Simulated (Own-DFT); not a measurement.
# Across the composition range of diamond-structure SiGe

Calculated results; nothing here was measured. The program, named Own-DFT, is a retired in-house plane-wave density functional code that no person has reviewed. Each row is one single-point run on a periodic cell that was not relaxed, without spin or spin-orbit coupling.

Settings of every run: PBE; PseudoDojo norm-conserving scalar-relativistic files; cutoff 42 hartree; 5 x 5 x 5 k mesh centred on Gamma; Fermi-Dirac smearing of 0.1 eV.

Known limits, some of them of some rows only: forces on such cells failed a check on a denser k mesh; forces on such cells moved up to 12 meV/angstrom on a denser k mesh; forces on such cells passed a denser k mesh, each cell not checked; stress not checked against mesh or cutoff.

Each cell has 16 atoms, with Ge and Si placed at random on their shared sites; x is the share of Ge. Lattice constants follow the straight line between measured values of the end members, and atoms start on the ideal sites of that lattice. Every atom was also moved at random, by a Gaussian of width 0.03 Å on each axis. u is the rms move along one axis. dE is the free energy for each Ge or Si site above the straight-line part, a + b x, of the fit below.

```
x,cell,u (Å),volume (Å³/atom),P (GPa),dE (meV/site)
0.125,Ge2Si14,0.0347,20.340,2.23,14.0
0.125,Ge2Si14,0.0257,20.340,2.24,9.8
0.125,Ge2Si14,0.0266,20.340,2.20,8.9
0.125,Ge2Si14,0.0256,20.340,2.14,6.4
0.250,Ge4Si12,0.0284,20.659,2.34,15.0
0.250,Ge4Si12,0.0328,20.659,2.41,21.5
0.250,Ge4Si12,0.0331,20.659,2.45,25.2
0.250,Ge4Si12,0.0267,20.659,2.24,10.5
0.500,Ge8Si8,0.0284,21.306,2.86,28.6
0.500,Ge8Si8,0.0287,21.306,2.62,16.7
0.500,Ge8Si8,0.0291,21.306,2.80,29.3
0.500,Ge8Si8,0.0283,21.306,2.78,22.1
0.750,Ge12Si4,0.0303,21.966,?,?
0.875,Ge14Si2,0.0322,22.302,3.71,16.5
0.875,Ge14Si2,0.0290,22.302,3.60,8.8
0.875,Ge14Si2,0.0233,22.302,3.53,1.6
0.875,Ge14Si2,0.0283,22.302,3.63,8.6
```

## Worked fit

Fit E = a + b x + W x (1 - x) + k (u² - 0.03²) to the rows shown. It gives W = 101 ± 16 meV/site and k = 21 ± 6 eV/Å², with a scatter of 3.8 meV/site. Part of W is bond strain that relaxing the atoms would remove. The pressures follow P = 2.08 + 0.86 x + 1.03 x² GPa, with a scatter of 0.08.

## Withheld member

Question: what pressure and dE should the cell at x = 0.750 give?

The fits give 3.3 GPa and 19 meV/site. The calculation gave 3.29 GPa and 16.0 meV/site.
